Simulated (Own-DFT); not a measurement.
Simulation results for HfO₂ (monoclinic hafnia, atoms displaced)

All values are calculated (Own-DFT development build). A calculation, not a measurement: plane-wave density functional theory by an unreviewed code, no spin, of a simulated periodic cell, stress positive in tension, run twice, with PBE and with PBEsol, both on files made for PBE, so the change isn't that of files made for PBEsol, hafnium file: forces about 75 meV/angstrom off all-electron values; oxygen file: force components 24 meV/angstrom off all-electron in one glass; forces on such cells passed a denser k mesh, this cell's mesh not checked; the far tail of each file's local potential was reset to the Coulomb form; each entry is a single point on an unrelaxed cell, so the pressure reflects the starting lattice, mostly measured values (interpolated for alloys), from which strain is counted, and rises with the displacements; printed positions are rounded, which can move forces by about a meV/angstrom; the program, named Own-DFT, is a retired in-house code; no spin-orbit coupling; stress was not checked against mesh or cutoff.

## HfO₂ (monoclinic hafnia, atoms displaced)

```
HfO2
1.0
     10.2340     0.0000     0.0000
      0.0000    10.3500     0.0000
     -1.6955     0.0000    10.4453
Hf O Hf O Hf O Hf O Hf O Hf O Hf O Hf O
4 8 4 8 4 8 4 8 4 8 4 8 4 8 4 8
Direct
  0.13568 0.02029 0.10317
  0.36069 0.27061 0.14541
  0.36087 0.47990 0.39591
  0.13843 0.23314 0.35271
  0.03698 0.16572 0.17215
  0.46584 0.41496 0.07482
  0.46230 0.33365 0.32509
  0.03602 0.08324 0.42387
  0.22623 0.37825 0.24022
  0.27688 0.12975 0.01066
  0.27783 0.11634 0.26126
  0.22210 0.37145 0.49274
  0.13891 0.01957 0.60401
  0.36283 0.27084 0.64709
  0.36465 0.48106 0.89492
  0.13331 0.23117 0.85446
  0.03795 0.16701 0.67340
  0.46270 0.41585 0.57656
  0.46274 0.33275 0.82494
  0.03998 0.08597 0.92385
  0.22802 0.38271 0.74119
  0.27591 0.12892 0.50919
  0.27581 0.12327 0.75986
  0.22395 0.37227 0.98998
  0.13772 0.52196 0.10616
  0.36293 0.76802 0.14162
  0.36126 0.97706 0.39758
  0.13807 0.73085 0.35437
  0.03466 0.66528 0.17339
  0.46089 0.91354 0.07633
  0.46056 0.83348 0.32793
  0.03650 0.58287 0.42438
  0.22453 0.87786 0.23871
  0.27594 0.63015 0.00860
  0.27818 0.62224 0.25992
  0.22388 0.87022 0.48854
  0.13639 0.51579 0.60529
  0.36777 0.76912 0.64484
  0.36130 0.98096 0.89652
  0.13857 0.73361 0.85174
  0.03911 0.66724 0.67699
  0.46365 0.91352 0.57292
  0.46162 0.83317 0.82722
  0.03541 0.58376 0.92246
  0.22597 0.87583 0.74077
  0.27989 0.62757 0.50943
  0.27505 0.62096 0.75687
  0.22440 0.86832 0.99172
  0.64245 0.01353 0.10494
  0.86192 0.26591 0.14473
  0.86341 0.48264 0.39527
  0.63803 0.22690 0.35172
  0.53477 0.16557 0.17090
  0.95861 0.41727 0.07790
  0.96097 0.33258 0.32555
  0.53779 0.08352 0.42288
  0.72441 0.37425 0.23911
  0.77639 0.12649 0.01058
  0.77927 0.12442 0.26334
  0.72791 0.36970 0.49162
  0.63740 0.01638 0.60172
  0.86035 0.26877 0.64803
  0.86266 0.47951 0.89385
  0.63970 0.23180 0.85365
  0.53471 0.16304 0.67061
  0.96179 0.41426 0.57699
  0.96402 0.33499 0.82403
  0.53724 0.08164 0.92680
  0.72672 0.37820 0.74192
  0.77607 0.13119 0.51137
  0.78012 0.12106 0.76169
  0.72472 0.37097 0.98980
  0.63888 0.52118 0.10232
  0.85824 0.77452 0.14570
  0.86417 0.98292 0.39654
  0.64171 0.72952 0.34995
  0.53395 0.66870 0.17452
  0.96399 0.91471 0.07704
  0.96384 0.83222 0.32577
  0.53832 0.58484 0.42501
  0.72309 0.87781 0.23727
  0.77782 0.62748 0.00841
  0.77739 0.61686 0.26014
  0.72297 0.87029 0.49005
  0.63688 0.51886 0.60525
  0.86068 0.77190 0.64512
  0.86181 0.97987 0.89513
  0.63635 0.72855 0.85441
  0.53490 0.66701 0.67407
  0.96193 0.91578 0.57722
  0.96377 0.83551 0.82743
  0.53696 0.58061 0.92073
  0.72316 0.87967 0.73888
  0.77588 0.63081 0.50964
  0.77488 0.62043 0.75689
  0.72211 0.86824 0.99193
```

| Property | Result |
| --- | --- |
| functional | PBE, then PBEsol |
| potential files | PseudoDojo norm-conserving, scalar-relativistic, standard set |
| wave cutoff | 72 hartree |
| occupations | Fermi-Dirac |
| smearing width | 0.1 eV |
| k mesh | 2 x 2 x 2 centred on Gamma |
| PBE pressure | 3.81 GPa |
| PBE stress xx | -3.53 GPa |
| PBE stress yy | -3.66 GPa |
| PBE stress zz | -4.23 GPa |
| PBE stress yz | 0.13 GPa |
| PBE stress xz | -0.19 GPa |
| PBE stress xy | 0.14 GPa |
| PBEsol pressure | -2.65 GPa |
| PBEsol stress xx | 2.94 GPa |
| PBEsol stress yy | 2.74 GPa |
| PBEsol stress zz | 2.25 GPa |
| PBEsol stress yz | 0.13 GPa |
| PBEsol stress xz | 0.17 GPa |
| PBEsol stress xy | 0.13 GPa |
| rms change of force components from PBE to PBEsol | 0.036 eV/Å |

Force:
```csv
force element,PBE force x (eV/Å),PBE force y (eV/Å),PBE force z (eV/Å),PBEsol force x (eV/Å),PBEsol force y (eV/Å),PBEsol force z (eV/Å)
Hf,1.269,-0.316,0.64,1.246,-0.26,0.602
Hf,0.532,-0.339,-0.119,0.52,-0.288,-0.091
Hf,0.468,0.296,0.053,0.448,0.251,0.079
Hf,-0.007,-0.606,0.297,-0.001,-0.634,0.265
O,-0.223,0.188,0.068,-0.213,0.195,0.112
O,0.239,0.281,0.136,0.226,0.295,0.082
O,0.436,-0.046,0.341,0.41,-0.062,0.279
O,-0.048,0.09,-0.214,-0.053,0.064,-0.157
O,-0.627,0.122,0.065,-0.55,0.11,0.068
O,-0.134,-0.194,-0.001,-0.191,-0.197,0.004
O,-0.388,0.728,-0.225,-0.443,0.716,-0.218
O,0.064,-0.14,-0.522,0.123,-0.125,-0.509
Hf,0.183,0.21,0.208,0.184,0.26,0.173
Hf,-0.305,-0.439,-0.266,-0.303,-0.382,-0.229
Hf,-1.166,-0.27,-0.08,-1.145,-0.314,-0.058
Hf,1.415,0.258,-0.106,1.378,0.198,-0.132
O,-0.352,-0.072,-0.206,-0.337,-0.056,-0.145
O,0.511,0.216,0.159,0.489,0.231,0.109
O,0.838,-0.184,0.354,0.81,-0.191,0.292
O,-1.276,-0.812,-0.139,-1.234,-0.801,-0.086
O,-0.374,-0.485,-0.033,-0.297,-0.47,-0.042
O,-0.138,0.078,0.249,-0.201,0.067,0.246
O,-0.022,-0.344,0.15,-0.081,-0.332,0.144
O,-0.104,0.019,-0.012,-0.038,0.02,-0.01
Hf,-0.296,-0.008,-0.72,-0.286,0.045,-0.73
Hf,-1.08,0.606,0.945,-1.064,0.642,0.945
Hf,0.032,0.326,-1.047,0.025,0.263,-1.006
Hf,0.446,-0.346,-0.257,0.445,-0.376,-0.282
O,-0.353,0.275,0.009,-0.327,0.279,0.055
O,1.184,0.627,0.022,1.146,0.618,-0.03
O,1.1,-0.525,-0.075,1.059,-0.519,-0.118
O,0.013,0.121,-0.166,0.011,0.097,-0.118
O,-0.433,-0.101,-0.07,-0.363,-0.105,-0.065
O,0.072,-0.43,-0.031,0.011,-0.417,-0.021
O,-0.283,-0.376,0.016,-0.34,-0.365,0.017
O,-0.305,0.102,0.259,-0.231,0.11,0.242
Hf,0.188,0.935,0.161,0.197,0.951,0.135
Hf,-1.534,-0.28,-0.041,-1.498,-0.237,-0.009
Hf,-0.029,0.206,0.145,-0.03,0.153,0.174
Hf,0.163,-1.013,0.337,0.171,-1.033,0.295
O,-0.888,0.069,-0.832,-0.857,0.088,-0.755
O,0.585,0.258,0.608,0.564,0.266,0.543
O,0.789,-0.255,0.193,0.765,-0.269,0.135
O,-0.06,-0.024,0.079,-0.058,-0.045,0.128
O,-0.204,0.717,-0.385,-0.145,0.689,-0.367
O,-0.325,0.031,0.042,-0.367,0.022,0.038
O,0.364,0.005,0.475,0.293,0.007,0.467
O,-0.221,0.631,-0.436,-0.148,0.619,-0.43
Hf,-1.827,1.747,-0.5,-1.777,1.745,-0.527
Hf,-0.202,1.129,0.201,-0.208,1.154,0.229
Hf,-0.303,-1.162,0.335,-0.299,-1.18,0.354
Hf,-0.357,0.857,0.248,-0.338,0.788,0.214
O,0.415,-0.451,0.061,0.411,-0.419,0.117
O,0.866,0.107,0.033,0.833,0.114,-0.022
O,0.809,-0.156,0.278,0.786,-0.17,0.22
O,-0.369,-0.386,-0.078,-0.345,-0.391,-0.023
O,-0.256,0.663,-0.365,-0.185,0.636,-0.36
O,0.124,-0.193,-0.002,0.063,-0.196,0.002
O,-0.017,-0.97,-0.332,-0.073,-0.936,-0.317
O,-0.597,0.254,-0.168,-0.515,0.252,-0.154
Hf,-0.08,0.882,-0.047,-0.076,0.904,-0.08
Hf,0.291,0.151,-0.966,0.275,0.196,-0.922
Hf,0.267,0.436,0.591,0.256,0.382,0.608
Hf,-0.75,-0.749,0.164,-0.722,-0.768,0.137
O,0.189,0.183,0.402,0.191,0.197,0.435
O,0.623,0.372,0.237,0.605,0.38,0.188
O,0.18,-0.027,0.48,0.167,-0.049,0.42
O,0.139,0.207,-0.573,0.139,0.179,-0.508
O,-0.574,-0.033,-0.172,-0.494,-0.043,-0.162
O,0.097,-0.731,-0.1,0.036,-0.719,-0.101
O,-0.301,-0.024,0.115,-0.346,-0.013,0.12
O,-0.306,-0.205,-0.332,-0.239,-0.196,-0.331
Hf,-0.014,-0.865,0.526,-0.007,-0.813,0.48
Hf,1.362,-1.449,-0.167,1.327,-1.363,-0.142
Hf,0.06,-0.243,0.405,0.067,-0.27,0.43
Hf,-1.409,-0.182,1.159,-1.374,-0.226,1.114
O,1.001,-0.818,-0.545,0.985,-0.774,-0.481
O,-0.133,0.287,-0.157,-0.144,0.295,-0.199
O,-0.41,0.464,0.229,-0.407,0.439,0.169
O,-0.264,-0.162,-0.257,-0.249,-0.175,-0.199
O,0.062,-0.038,0.57,0.122,-0.052,0.535
O,-0.35,0.426,0.199,-0.411,0.408,0.195
O,-0.264,0.729,-0.49,-0.324,0.72,-0.47
O,0.135,0.176,-0.411,0.191,0.178,-0.391
Hf,0.365,0.103,-0.797,0.362,0.15,-0.81
Hf,0.335,-0.693,0.101,0.317,-0.626,0.118
Hf,0.196,0.003,-0.068,0.187,-0.038,-0.048
Hf,0.21,0.035,-0.264,0.203,-0.017,-0.287
O,0.488,-0.387,0.032,0.476,-0.356,0.082
O,0.541,0.417,-0.024,0.515,0.421,-0.073
O,-0.04,0.127,0.029,-0.049,0.115,-0.019
O,0.233,0.372,0.053,0.233,0.352,0.103
O,-0.073,-0.223,0.368,-0.003,-0.224,0.35
O,0.175,-0.1,-0.011,0.109,-0.099,-0.014
O,-0.143,0.092,0.359,-0.206,0.09,0.35
O,0.159,0.234,-0.379,0.213,0.242,-0.351
```
